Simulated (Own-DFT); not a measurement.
# One host, several defects: zincblende GaAs

Calculated, not measured: single-point runs of Own-DFT, a retired in-house plane-wave DFT program that no person has reviewed, on unrelaxed cells, without spin or spin-orbit coupling.

Settings: PBE; PseudoDojo norm-conserving scalar-relativistic files; cutoff 42 hartree; 3 x 3 x 3 k mesh centred on Gamma; Fermi-Dirac smearing of 0.1 eV.

Caveats (not all hold for every row): not probed for a lower state with spin; forces on such cells failed a check on a denser k mesh; forces not confirmed at this smearing and k mesh; forces on such cells passed a denser k mesh, each cell not checked; stress not checked against mesh or cutoff.

All runs share one cell, with vectors in Å (11.307, 0.000, 0.000); (0.000, 11.307, 0.000); (0.000, 0.000, 11.307) and a volume of 1445.4 Å³. Atoms were moved at random from their sites; u is the rms move along one axis. The defect's site can differ from row to row.

| cell | formula | u (Å) | P (GPa) |
|---|---|---|---|
| no defect | As32Ga32 | 0.0205 | 3.51 |
| no defect | As32Ga32 | 0.0209 | 3.52 |
| no defect | As32Ga32 | 0.0467 | 3.97 |
| one As on a Ga site and one Ga on an As site | As32Ga32 | 0.0313 | 4.00 |
| one As on a Ga site and one Ga on an As site | As32Ga32 | 0.0468 | 4.25 |
| one As on a Ga site and one Ga on an As site | As32Ga32 | 0.0532 | 4.29 |
| one As on a Ga site | As33Ga31 | 0.0281 | 4.24 |
| one As on a Ga site | As33Ga31 | 0.0296 | ? |
| one As on a Ga site | As33Ga31 | 0.0487 | 4.55 |
| one As on a Ga site | As33Ga31 | 0.0579 | 4.81 |
| two As vacancies | As30Ga32 | 0.0283 | 3.24 |
| two As vacancies | As30Ga32 | 0.0505 | 3.61 |
| two As vacancies | As30Ga32 | 0.0514 | 3.45 |
| one In on a Ga site | As32Ga31In | 0.0296 | 4.32 |
| one In on a Ga site | As32Ga31In | 0.0330 | 4.31 |
| one In on a Ga site | As32Ga31In | 0.0507 | 4.54 |

## Working it out

P = P0 + c u² + a shift for each defect gives P0 = 3.47 GPa, c = 193 ± 20 GPa/Å² and a scatter of 0.07 GPa. The shifts, and each times the cell's volume:

- one As on a Ga site: 0.65 ± 0.06 GPa, 5.8 eV
- one In on a Ga site: 0.63 ± 0.06 GPa, 5.7 eV
- one As on a Ga site and one Ga on an As site: 0.33 ± 0.06 GPa, 2.9 eV
- two As vacancies: -0.42 ± 0.06 GPa, -3.8 eV (-1.9 eV for each of its 2 sites)

Positive is outwards. The product with the volume (160.2 GPa Å³ to the eV) is nearly free of the cell's size; divided by the bulk modulus at the cell's pressure it gives the volume that the defect adds. The atoms around the defects weren't relaxed, which would change these numbers.

## Prediction

Asked: what pressure belongs in the blank (one As on a Ga site, u = 0.0296 Å)?

The fit gives 4.28 ± 0.08 GPa. The run itself gave 4.28 GPa.
